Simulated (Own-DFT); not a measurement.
# One host, several defects: C40 NbSi2

Everything here is calculated. The program is Own-DFT (plane waves, in-house, since retired, never reviewed by a person); positions were held fixed, and spin and spin-orbit coupling were off.

All runs used: PBE; PseudoDojo norm-conserving scalar-relativistic files; cutoff 42 hartree; 4 x 4 x 5 k mesh centred on Gamma; cold (Marzari-Vanderbilt) smearing of 0.2 eV.

Keep in mind: forces on such cells failed a check on a denser k mesh; stress not checked against mesh or cutoff.

All runs share one cell, with vectors in Å (0.000, 8.324, 0.000); (-9.613, 0.000, 0.000); (0.000, 0.000, 6.586) and a volume of 527.0 Å³. The atoms are randomly displaced, by u rms on each axis. The defect's site can differ from row to row.

```
                    cell   formula   u (Å)  P (GPa)
               no defect  Nb12Si24  0.0197     1.51
               no defect  Nb12Si24  0.0490     2.51
               no defect  Nb12Si24  0.0511     2.68
two Nb on a Si site each  Nb14Si22  0.0324     7.57
two Nb on a Si site each  Nb14Si22  0.0475     8.53
two Nb on a Si site each  Nb14Si22  0.0499     8.51
two Si on a Nb site each  Nb10Si26  0.0305     1.69
two Si on a Nb site each  Nb10Si26  0.0325     1.75
two Si on a Nb site each  Nb10Si26  0.0491     2.41
          one Si vacancy  Nb12Si23  0.0264     0.93
          one Si vacancy  Nb12Si23  0.0270     0.82
          one Si vacancy  Nb12Si23  0.0464     1.74
          one Si vacancy  Nb12Si23  0.0478        ?
        two Nb vacancies  Nb10Si24  0.0276    -0.26
        two Nb vacancies  Nb10Si24  0.0464     0.83
        two Nb vacancies  Nb10Si24  0.0534     0.79
```

## Analysis

P = P0 + c u² + a shift for each defect gives P0 = 1.24 GPa, c = 553 ± 45 GPa/Å² and a scatter of 0.14 GPa. The shifts, and each times the cell's volume:

- two Nb on a Si site each: 5.90 ± 0.11 GPa, 19.4 eV (9.7 eV for each of its 2 sites)
- two Si on a Nb site each: -0.10 ± 0.11 GPa, -0.3 eV (-0.2 eV for each of its 2 sites) (not resolved)
- one Si vacancy: -0.74 ± 0.11 GPa, -2.4 eV
- two Nb vacancies: -1.85 ± 0.11 GPa, -6.1 eV (-3.0 eV for each of its 2 sites)

Positive is outwards. The product with the volume (160.2 GPa Å³ to the eV) is nearly free of the cell's size; divided by the bulk modulus at the cell's pressure it gives the volume that the defect adds. The atoms around the defects weren't relaxed, which would change these numbers.

## Prediction

Question: what pressure belongs in the blank (one Si vacancy, u = 0.0478 Å)?

From the fit: 1.77 ± 0.16 GPa. The hidden result is 1.55 GPa.
